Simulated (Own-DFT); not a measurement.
GaP (zincblende, atoms displaced) (calculated)

Computed with Own-DFT development build. A calculation, not a measurement: plane-wave PBE density functional theory by an unreviewed code, no spin, of a simulated periodic cell, stress positive in tension, free energy of the whole cell less one offset for each atom, forces on such cells passed a denser k mesh, this cell's mesh not checked; offsets are fitted by least squares, one for each functional and potential file, so energies compare only between cells with the same atoms and settings and are not formation energies; the far tail of each file's local potential was reset to the Coulomb form; each entry is a single point on an unrelaxed cell, so the pressure reflects the starting lattice, mostly measured values (interpolated for alloys), from which strain is counted, and rises with the displacements; printed positions are rounded, which can move forces by about a meV/angstrom; the program, named Own-DFT, is a retired in-house code; no spin-orbit coupling; before rounding, a Quantum ESPRESSO 7.3.1 run of the same cell and cutoff gave forces within 1 meV/angstrom rms on each cell, which checks the program and not the settings.

Common to all runs: functional PBE; potential files PseudoDojo norm-conserving, scalar-relativistic, standard set; wave cutoff 42 hartree; occupations Fermi-Dirac; smearing width 0.1 eV; k mesh 2 x 3 x 3 centred on Gamma.

(1) GaP (zincblende, atoms displaced)

```
cell vectors (Å)
  16.3515     0.0000     0.0000
   0.0000    10.9010     0.0000
   0.0000     0.0000    10.9010
atoms (fractions of the cell vectors)
Ga  0.00270  0.99463  0.99943
Ga  0.00476  0.25610  0.24995
Ga  0.16760  0.99670  0.24484
Ga  0.16477  0.25149  0.00586
P   0.08707  0.12324  0.12399
P   0.08731  0.36916  0.37330
P   0.25244  0.13058  0.38285
P   0.24740  0.38089  0.12878
Ga  0.99946  0.00651  0.50924
Ga  0.00478  0.24485  0.74788
Ga  0.16635  0.00484  0.75154
Ga  0.16510  0.24718  0.49738
P   0.08041  0.12181  0.61829
P   0.08454  0.37109  0.87384
P   0.25104  0.13205  0.87524
P   0.24820  0.37427  0.62170
Ga  0.00322  0.49717  0.01372
Ga  0.99911  0.74848  0.24705
Ga  0.16454  0.49995  0.25108
Ga  0.17053  0.75582  0.99190
P   0.08329  0.62277  0.13421
P   0.08517  0.87528  0.37886
P   0.24902  0.62405  0.37270
P   0.24941  0.88185  0.12736
Ga  0.99577  0.50580  0.50471
Ga  0.00864  0.75087  0.74856
Ga  0.16516  0.50313  0.74701
Ga  0.16624  0.75175  0.50589
P   0.08484  0.62703  0.63202
P   0.08078  0.87334  0.87105
P   0.24880  0.62939  0.87261
P   0.24626  0.88259  0.62476
Ga  0.33212  0.00043  0.99993
Ga  0.33165  0.25106  0.25610
Ga  0.50222  0.99693  0.25361
Ga  0.49667  0.24079  0.00210
P   0.41690  0.12434  0.12910
P   0.41383  0.36981  0.38495
P   0.58578  0.12503  0.37529
P   0.58507  0.37164  0.12781
Ga  0.33393  0.00384  0.50415
Ga  0.33533  0.25032  0.74690
Ga  0.50163  0.99826  0.74984
Ga  0.49386  0.25766  0.50381
P   0.41252  0.13269  0.63094
P   0.42003  0.37311  0.87988
P   0.58464  0.12451  0.87162
P   0.58100  0.37009  0.62486
Ga  0.33404  0.50579  0.00300
Ga  0.33325  0.75244  0.25404
Ga  0.49515  0.49494  0.24782
Ga  0.49858  0.75244  0.00021
P   0.41179  0.62303  0.12527
P   0.42074  0.87162  0.36753
P   0.58641  0.62687  0.36976
P   0.58200  0.87364  0.12182
Ga  0.33627  0.50464  0.49629
Ga  0.33132  0.75282  0.75323
Ga  0.50167  0.50306  0.74822
Ga  0.49945  0.75183  0.50184
P   0.41394  0.62374  0.62737
P   0.42220  0.86978  0.87179
P   0.57924  0.62929  0.86706
P   0.58944  0.87475  0.62323
Ga  0.66316  0.00415  0.99661
Ga  0.66996  0.25280  0.24707
Ga  0.83605  0.00015  0.25506
Ga  0.83545  0.25105  0.99847
P   0.74441  0.12627  0.12052
P   0.74605  0.37730  0.37843
P   0.91824  0.13169  0.38154
P   0.91628  0.37218  0.12831
Ga  0.66519  0.00301  0.49934
Ga  0.66960  0.24156  0.75209
Ga  0.82988  0.00341  0.74726
Ga  0.83395  0.24881  0.49308
P   0.74970  0.11775  0.63385
P   0.75636  0.37653  0.88424
P   0.91439  0.12653  0.87119
P   0.91818  0.36827  0.62791
Ga  0.66489  0.50144  0.99391
Ga  0.66272  0.74713  0.24988
Ga  0.83746  0.49958  0.24511
Ga  0.83483  0.75352  0.99440
P   0.74830  0.62184  0.11380
P   0.74966  0.87187  0.36770
P   0.91565  0.62646  0.37879
P   0.91510  0.87115  0.12222
Ga  0.66682  0.49755  0.49591
Ga  0.66094  0.74864  0.74614
Ga  0.82975  0.50175  0.74802
Ga  0.83628  0.75734  0.50393
P   0.75166  0.63022  0.61945
P   0.74185  0.87127  0.87412
P   0.92048  0.62084  0.87505
P   0.91363  0.87227  0.62485
```

| Property | Result |
| --- | --- |
| free energy of cell above offsets | -50.224 eV |
| pressure | 3.24 GPa |
| stress xx | -3.22 GPa |
| stress yy | -3.29 GPa |
| stress zz | -3.22 GPa |
| stress yz | -0.21 GPa |
| stress xz | -0.4 GPa |
| stress xy | 0.15 GPa |

Force:
```
element  x (eV/Å)  y (eV/Å)  z (eV/Å)
     Ga    -0.745     0.616     0.048
     Ga    -0.482    -0.886    -0.125
     Ga    -0.186     0.788     1.499
     Ga     0.669     0.258    -0.527
      P    -0.945     -0.13     0.213
      P    -0.675     1.303     0.707
      P    -0.453    -1.123    -0.973
      P     0.618    -0.464    -0.323
     Ga    -0.942     -1.54    -1.321
     Ga    -0.574     0.245      0.27
     Ga     -0.17     0.221     0.147
     Ga      0.18     0.174     0.554
      P     1.454     0.777     1.287
      P    -0.117     0.551       0.4
      P    -0.207    -0.384     0.177
      P      0.21     0.387     0.158
     Ga    -0.288    -0.029    -1.196
     Ga    -0.025     0.346     0.781
     Ga     0.315    -0.083     0.425
     Ga    -0.668    -0.175     1.058
      P     0.534     0.782    -1.135
      P    -0.677     0.235    -0.353
      P    -0.022     0.419     0.526
      P     0.604    -1.178    -0.668
     Ga      0.63    -0.843    -0.023
     Ga    -2.114    -0.309     0.138
     Ga     0.562    -0.834     0.531
     Ga     0.227    -0.291    -0.504
      P    -0.084    -0.335    -1.424
      P     1.086     0.808     0.481
      P     0.277     -0.75     0.143
      P     0.796    -0.529     0.304
     Ga     0.545     0.134    -0.374
     Ga     0.003     0.158    -0.606
     Ga     0.331     0.497    -0.533
     Ga     0.899     0.613     0.009
      P    -0.468    -0.369     0.328
      P    -0.001     1.047    -1.555
      P    -0.766     0.689     0.089
      P    -0.767     0.336    -0.772
     Ga     0.358    -0.383    -0.417
     Ga    -0.895     1.271      1.04
     Ga      0.09     0.245    -0.515
     Ga     1.137    -1.458     0.142
      P     1.401    -1.553    -0.751
      P    -0.576       0.5    -0.435
      P    -0.871      0.09      0.33
      P     0.903      0.54     0.331
     Ga     -0.61    -0.933    -0.779
     Ga    -0.431    -0.241    -0.485
     Ga     0.532     0.044     0.386
     Ga     0.127    -0.788     0.368
      P     0.896     0.818     0.368
      P    -0.756     0.499     1.437
      P    -1.444    -0.863     0.829
      P      0.18     0.265     0.232
     Ga    -0.917    -0.201     0.407
     Ga     0.089     0.283    -0.651
     Ga    -0.495    -0.778    -0.017
     Ga     0.404     -0.38    -0.062
      P     0.273       0.5    -0.122
      P    -1.225     0.854     0.217
      P     0.337    -0.406     1.015
      P    -1.552     0.393    -0.396
     Ga     0.145    -0.708     0.211
     Ga    -0.345    -0.213     0.516
     Ga    -0.266      0.38    -0.574
     Ga    -0.024    -0.658     0.619
      P     1.455     -0.24     0.316
      P     1.343    -0.448    -0.892
      P     0.522    -0.831    -1.233
      P     0.434    -0.345     -0.16
     Ga     0.815    -0.332    -0.262
     Ga     0.066     1.345     0.221
     Ga     0.569    -1.458     1.183
     Ga     -0.82       0.5     1.267
      P    -0.239     1.132    -2.123
      P    -1.349     0.049    -1.369
      P      0.76    -0.532     0.359
      P    -0.436     0.601    -0.216
     Ga    -0.419    -0.285     0.011
     Ga     1.024     0.256    -1.119
     Ga    -1.149     0.415     0.557
     Ga    -0.498    -0.636    -0.397
      P     0.471     0.581     1.039
      P    -0.015     0.336     0.829
      P     -0.04      0.18    -0.515
      P     0.363     0.669     0.379
     Ga    -0.566     0.622     0.804
     Ga     1.129    -0.334     0.081
     Ga     0.717    -0.088     0.033
     Ga    -0.906    -0.582    -1.171
      P    -0.637    -0.503     0.395
      P         1     0.453    -0.096
      P     0.111      0.33    -0.029
      P     1.256     0.892     1.006
```

(2) GaP (zincblende, atoms displaced)

```
cell vectors (Å)
  16.3515     0.0000     0.0000
   0.0000    10.9010     0.0000
   0.0000     0.0000    10.9010
atoms (fractions of the cell vectors)
Ga  0.00239  0.00451  0.00829
Ga  0.99602  0.24294  0.24836
Ga  0.16747  0.00168  0.25535
Ga  0.16910  0.25302  0.99926
P   0.08163  0.12087  0.12914
P   0.08092  0.36952  0.37033
P   0.25050  0.12633  0.38393
P   0.25117  0.37970  0.12714
Ga  0.00297  0.00509  0.49945
Ga  0.00023  0.24312  0.74907
Ga  0.16611  0.99720  0.74814
Ga  0.16998  0.25252  0.50208
P   0.08370  0.11596  0.62498
P   0.08696  0.37719  0.88008
P   0.24908  0.12019  0.86392
P   0.24869  0.37026  0.62513
Ga  0.00199  0.49962  0.00229
Ga  0.00051  0.75308  0.23942
Ga  0.16605  0.49439  0.24564
Ga  0.16717  0.75069  0.99991
P   0.08635  0.62992  0.12181
P   0.08107  0.87799  0.37342
P   0.25257  0.63401  0.37360
P   0.24669  0.87797  0.13399
Ga  0.99359  0.50352  0.49759
Ga  0.99647  0.75038  0.75042
Ga  0.16605  0.49680  0.74748
Ga  0.16800  0.74523  0.50269
P   0.08255  0.62132  0.62729
P   0.08500  0.87802  0.87136
P   0.25081  0.62546  0.87817
P   0.25068  0.88030  0.61936
Ga  0.33519  0.00602  0.99861
Ga  0.33354  0.24688  0.26349
Ga  0.49747  0.00548  0.23858
Ga  0.49364  0.24897  0.00138
P   0.41611  0.13346  0.12431
P   0.41156  0.36724  0.37388
P   0.58515  0.12251  0.36842
P   0.58741  0.37605  0.13095
Ga  0.32758  0.99976  0.51044
Ga  0.32881  0.25756  0.75318
Ga  0.49926  0.01297  0.74433
Ga  0.50283  0.24619  0.50551
P   0.41358  0.12307  0.61900
P   0.41269  0.36919  0.87242
P   0.58283  0.12191  0.87189
P   0.58162  0.37715  0.62268
Ga  0.33459  0.50579  0.00224
Ga  0.33185  0.74610  0.25033
Ga  0.50050  0.50426  0.24894
Ga  0.49711  0.75821  0.00316
P   0.41360  0.61989  0.11779
P   0.41254  0.88108  0.37355
P   0.58425  0.62932  0.38410
P   0.58015  0.87830  0.11878
Ga  0.33424  0.48918  0.49559
Ga  0.34561  0.75501  0.74564
Ga  0.49233  0.51384  0.75278
Ga  0.49803  0.75779  0.49384
P   0.41700  0.62970  0.62170
P   0.41309  0.87445  0.87628
P   0.58330  0.62577  0.87597
P   0.58259  0.87672  0.62358
Ga  0.67055  0.00415  0.99810
Ga  0.66361  0.24440  0.25144
Ga  0.83190  0.00238  0.25189
Ga  0.83329  0.24712  0.99549
P   0.75235  0.12187  0.12230
P   0.74567  0.36916  0.38050
P   0.91434  0.12358  0.37297
P   0.91941  0.37077  0.12514
Ga  0.66805  0.01457  0.50443
Ga  0.66288  0.23972  0.74637
Ga  0.83444  0.99816  0.75189
Ga  0.83025  0.25017  0.50954
P   0.75610  0.12636  0.62224
P   0.74877  0.37231  0.87153
P   0.92066  0.12149  0.87565
P   0.91650  0.38164  0.62955
Ga  0.66484  0.49628  0.00083
Ga  0.66297  0.74903  0.24968
Ga  0.83254  0.50241  0.24423
Ga  0.83664  0.75018  0.99522
P   0.75419  0.63056  0.12643
P   0.75714  0.87227  0.37863
P   0.91420  0.61770  0.37665
P   0.91872  0.87478  0.13001
Ga  0.66495  0.49969  0.51078
Ga  0.66696  0.75085  0.74700
Ga  0.83093  0.49143  0.75121
Ga  0.83225  0.74519  0.49976
P   0.74989  0.61959  0.63053
P   0.75013  0.87384  0.87496
P   0.91327  0.62635  0.88352
P   0.91364  0.87399  0.62325
```

| Property | Result |
| --- | --- |
| free energy of cell above offsets | -49.791 eV |
| pressure | 3.32 GPa |
| stress xx | -3.32 GPa |
| stress yy | -3.3 GPa |
| stress zz | -3.36 GPa |
| stress yz | 0.2 GPa |
| stress xz | -0.25 GPa |
| stress xy | -0.29 GPa |

Force:
```
element  x (eV/Å)  y (eV/Å)  z (eV/Å)
     Ga    -0.199    -1.058    -0.796
     Ga     0.385     0.212     0.231
     Ga    -0.277     0.202     0.285
     Ga     0.073    -0.677     0.352
      P     1.178     0.986    -0.032
      P     0.024     0.387     0.664
      P    -0.238      -0.4    -0.568
      P     0.611    -1.036    -0.092
     Ga    -1.031     -0.82    -0.406
     Ga     0.437     0.798     0.075
     Ga      0.11    -0.357    -0.232
     Ga    -1.348     -0.39    -0.311
      P     0.376     1.463     -0.01
      P    -0.745    -0.455    -0.796
      P     0.104     0.668     1.252
      P     0.174     1.095     0.014
     Ga    -0.127     0.228     0.054
     Ga     0.294    -0.762     1.434
     Ga    -0.211     0.903     0.726
     Ga     0.276     0.626    -0.302
      P    -0.386    -0.733     0.359
      P     0.335    -0.741     0.367
      P    -0.719    -2.057     0.524
      P     0.832    -0.046      -1.1
     Ga      1.34    -0.743     0.228
     Ga     0.195    -0.019     0.183
     Ga     0.299     0.377     0.522
     Ga    -0.538     0.609    -0.241
      P     -0.27     0.264     -0.29
      P    -0.572    -0.445     0.663
      P     0.299     0.301    -1.066
      P    -0.698    -1.755     1.585
     Ga    -0.888     -0.45     0.305
     Ga     -1.07    -0.196    -1.556
     Ga     0.119    -0.586     0.946
     Ga     1.564     0.802    -0.503
      P    -0.909    -0.532     0.387
      P     2.321     0.904     0.498
      P    -0.985    -0.247     0.656
      P    -1.108    -0.327    -0.593
     Ga     1.085     0.403    -1.651
     Ga     0.322    -1.245    -0.644
     Ga    -0.266    -1.481     0.229
     Ga     -0.32     0.101    -0.954
      P     0.036     0.997     0.819
      P     0.539      1.34     0.475
      P    -0.241     0.434     0.936
      P    -0.608    -0.211     1.267
     Ga    -0.919    -1.304    -0.991
     Ga     0.664      0.81     -0.59
     Ga    -0.123    -0.229     0.491
     Ga     0.001    -0.991     -0.63
      P     1.237     1.342     1.355
      P     0.159     0.096    -0.361
      P    -0.311    -0.495    -0.688
      P     0.841     0.185     0.601
     Ga    -0.617     1.244     0.391
     Ga    -2.353    -0.285     0.069
     Ga     0.851    -1.241     0.159
     Ga     0.061     0.166     0.199
      P    -0.114    -0.554    -1.076
      P      1.21     1.264     0.099
      P    -0.264     0.345     0.283
      P     0.127     0.556     0.015
     Ga      -0.5    -0.596    -0.172
     Ga     1.088     0.426    -0.267
     Ga     0.291    -0.668    -0.099
     Ga     0.322     0.307     0.045
      P    -0.323     0.601      0.37
      P     0.379     0.685    -0.485
      P    -0.035     0.442      0.97
      P     -0.68     0.358    -0.335
     Ga     0.105    -1.642    -0.634
     Ga     0.544     1.027    -0.226
     Ga     0.098    -0.105     0.039
     Ga     1.266     1.037    -1.382
      P     -1.04    -0.597     1.557
      P    -0.608    -0.599     0.404
      P    -0.587    -0.002     0.124
      P     0.369    -1.211    -0.267
     Ga     0.719     0.555    -0.046
     Ga     0.615     0.512     0.184
     Ga    -0.066    -1.058     0.697
     Ga    -0.575     0.924     1.093
      P    -1.087    -0.204    -0.613
      P    -1.819     0.556    -0.372
      P     0.073     1.269    -1.024
      P    -0.924     0.689    -1.072
     Ga     0.406    -0.047    -0.983
     Ga    -0.204    -0.043     0.209
     Ga     0.272     0.999     0.589
     Ga     0.274    -0.354     0.389
      P     0.151     0.509    -0.243
      P     -0.01     0.075      -0.1
      P     0.926    -1.154      -1.4
      P     0.542     0.073    -0.166
```

(3) GaP (zincblende, atoms displaced)

```
cell vectors (Å)
  16.3515     0.0000     0.0000
   0.0000    10.9010     0.0000
   0.0000     0.0000    10.9010
atoms (fractions of the cell vectors)
Ga  0.99988  0.00267  0.00276
Ga  0.99422  0.24866  0.24983
Ga  0.16616  0.99546  0.24609
Ga  0.16643  0.25155  0.00110
P   0.08685  0.12523  0.12483
P   0.08722  0.37902  0.37714
P   0.24928  0.11957  0.37859
P   0.25256  0.37211  0.12622
Ga  0.99346  0.00087  0.50253
Ga  0.00018  0.24871  0.75751
Ga  0.16691  0.99785  0.74872
Ga  0.16667  0.24836  0.50852
P   0.08412  0.12488  0.61851
P   0.08508  0.36917  0.87286
P   0.25045  0.12725  0.87479
P   0.25058  0.36655  0.62450
Ga  0.99887  0.50510  0.99934
Ga  0.99945  0.74383  0.24010
Ga  0.16505  0.49891  0.24560
Ga  0.16718  0.75101  0.00216
P   0.08146  0.62338  0.12736
P   0.08270  0.88762  0.38017
P   0.24948  0.62363  0.38506
P   0.25303  0.86887  0.12564
Ga  0.00351  0.49330  0.50405
Ga  0.00542  0.75021  0.75382
Ga  0.17201  0.49852  0.75349
Ga  0.16856  0.75380  0.50606
P   0.08089  0.61506  0.62083
P   0.08717  0.87286  0.88044
P   0.24993  0.62569  0.86451
P   0.24680  0.87393  0.62803
Ga  0.33546  0.99519  0.99908
Ga  0.33346  0.24975  0.24891
Ga  0.50068  0.00341  0.25212
Ga  0.49866  0.24966  0.99821
P   0.41728  0.12809  0.12314
P   0.41786  0.36921  0.37108
P   0.57817  0.12277  0.38283
P   0.58018  0.37644  0.12271
Ga  0.32722  0.00139  0.50200
Ga  0.33587  0.25607  0.73600
Ga  0.49512  0.00192  0.75075
Ga  0.49938  0.25238  0.50250
P   0.42096  0.12858  0.62208
P   0.41745  0.37622  0.87541
P   0.58590  0.13113  0.87501
P   0.58112  0.37954  0.62790
Ga  0.33169  0.50182  0.99734
Ga  0.33291  0.75177  0.25755
Ga  0.50689  0.50225  0.25727
Ga  0.50047  0.75085  0.99233
P   0.41936  0.62060  0.12224
P   0.41462  0.87300  0.36852
P   0.58829  0.62668  0.37785
P   0.58883  0.87297  0.12446
Ga  0.33417  0.49622  0.49598
Ga  0.33703  0.74618  0.75348
Ga  0.50317  0.49324  0.75283
Ga  0.50279  0.75211  0.49018
P   0.41892  0.62685  0.62833
P   0.41555  0.88003  0.86565
P   0.58727  0.62703  0.87294
P   0.58185  0.86362  0.63059
Ga  0.66503  0.00205  0.00194
Ga  0.66673  0.25857  0.24904
Ga  0.83799  0.00102  0.25231
Ga  0.82940  0.25377  0.00500
P   0.74830  0.12274  0.12194
P   0.74572  0.37855  0.37663
P   0.91815  0.12466  0.37293
P   0.91511  0.37798  0.11719
Ga  0.66887  0.99649  0.50048
Ga  0.66123  0.25617  0.74350
Ga  0.83568  0.99080  0.75021
Ga  0.83280  0.25663  0.50388
P   0.75679  0.12700  0.63028
P   0.74986  0.37105  0.86348
P   0.91803  0.12969  0.86991
P   0.91360  0.36921  0.62184
Ga  0.66906  0.48735  0.00356
Ga  0.66606  0.75433  0.25036
Ga  0.83469  0.49650  0.25715
Ga  0.83409  0.75111  0.00302
P   0.74926  0.62583  0.12453
P   0.75315  0.88278  0.37742
P   0.91856  0.63124  0.37567
P   0.91176  0.87688  0.12142
Ga  0.66697  0.50302  0.50157
Ga  0.66977  0.74209  0.76030
Ga  0.83394  0.49632  0.74751
Ga  0.83252  0.75339  0.50198
P   0.74873  0.62392  0.62660
P   0.75007  0.87247  0.87467
P   0.92096  0.62029  0.87550
P   0.91737  0.87501  0.62203
```

| Quantity | Value |
| --- | --- |
| free energy of cell above offsets | -50.307 eV |
| pressure | 3.16 GPa |
| stress xx | -3.21 GPa |
| stress yy | -3.15 GPa |
| stress zz | -3.13 GPa |
| stress yz | 0.11 GPa |
| stress xz | -0.09 GPa |
| stress xy | -0.57 GPa |

Force:
```
element  x (eV/Å)  y (eV/Å)  z (eV/Å)
     Ga    -0.004     0.105    -0.415
     Ga     1.243     0.589    -0.364
     Ga     0.325     0.248      0.28
     Ga     0.374    -0.318    -0.126
      P    -0.695     0.154     0.262
      P    -0.549    -1.065    -0.355
      P    -0.325     0.963    -0.886
      P    -0.528     0.596     -0.33
     Ga     0.916     0.455    -0.234
     Ga     0.386     0.044    -1.513
     Ga      -0.2     0.671     0.401
     Ga     0.054     -0.04    -1.359
      P    -0.934     -0.42     1.256
      P    -0.036     1.223     0.559
      P     0.391    -0.104    -0.312
      P    -0.192     1.617    -0.418
     Ga      0.84    -0.983    -0.088
     Ga    -0.259     1.549      1.18
     Ga     0.737     0.159     0.612
     Ga       0.3    -0.691    -0.024
      P     0.807    -0.133     -0.88
      P    -0.194    -1.673    -0.591
      P    -0.255     0.164    -1.174
      P    -0.219     0.346     0.004
     Ga    -1.166     0.051    -0.789
     Ga    -0.243    -0.328    -0.463
     Ga    -1.046    -0.663    -0.996
     Ga    -1.106    -0.441    -0.602
      P     1.174     1.204      1.17
      P    -0.626     0.598    -0.333
      P     0.148     0.281     1.733
      P     1.169    -0.123     0.459
     Ga    -0.387     0.643    -0.002
     Ga    -0.145    -0.683     0.377
     Ga    -0.091    -0.387    -0.554
     Ga     0.076     0.054    -0.073
      P    -0.089    -0.634     0.084
      P     0.213     0.798     0.237
      P     1.318     0.453    -0.472
      P     0.193    -0.353     0.373
     Ga     1.139    -0.492     0.205
     Ga     0.494    -1.013       1.7
     Ga      1.51      0.33    -0.529
     Ga     0.246      0.23    -0.259
      P    -1.021    -0.668     0.001
      P     -0.41    -0.198    -0.255
      P    -0.638    -0.693    -0.174
      P     0.284    -0.221    -1.329
     Ga     0.179    -0.047     0.041
     Ga    -0.129    -1.388    -0.749
     Ga    -0.815    -0.096    -0.557
     Ga     0.027     0.054     0.375
      P    -0.192     0.619     0.481
      P     0.512     0.943     1.068
      P    -0.208     0.166     -0.31
      P    -1.514     0.504    -0.136
     Ga     0.374    -0.008     0.721
     Ga    -0.357     0.459    -0.947
     Ga    -0.601     1.403     0.413
     Ga    -0.657     -0.06     0.822
      P     0.227     -0.69    -0.819
      P     0.008    -0.705     1.303
      P    -0.669    -1.428     1.042
      P     0.469      1.02    -0.154
     Ga      0.28    -0.175    -0.656
     Ga    -0.605    -1.173    -0.025
     Ga    -0.775     0.265    -0.368
     Ga     0.112      -0.5    -1.055
      P     0.381     0.413     0.969
      P     0.665    -0.315     0.227
      P    -0.783     0.571     0.627
      P     0.093    -0.089     1.033
     Ga      -0.5     0.499     1.029
     Ga      0.98     -0.97     0.079
     Ga    -0.025     0.751     0.265
     Ga    -0.582    -1.071    -1.103
      P    -1.244    -0.269    -0.347
      P    -0.092     0.181     1.089
      P    -0.803    -0.997     1.244
      P     1.389     0.841     0.818
     Ga      0.15      1.08    -0.692
     Ga     1.019    -0.291     0.241
     Ga    -0.022     0.799    -0.524
     Ga    -0.325    -0.704    -0.691
      P     0.201    -0.502     0.404
      P    -0.244    -0.813    -0.518
      P    -0.081    -0.869     0.346
      P      1.19    -0.037     0.331
     Ga    -0.096    -0.167      0.42
     Ga      0.04     0.747    -1.145
     Ga     0.235      0.44    -0.027
     Ga    -0.088    -0.421    -0.204
      P     0.649     0.201    -0.034
      P     0.138     0.381     0.393
      P    -1.099      0.96     -0.58
      P     0.209    -0.713     0.865
```
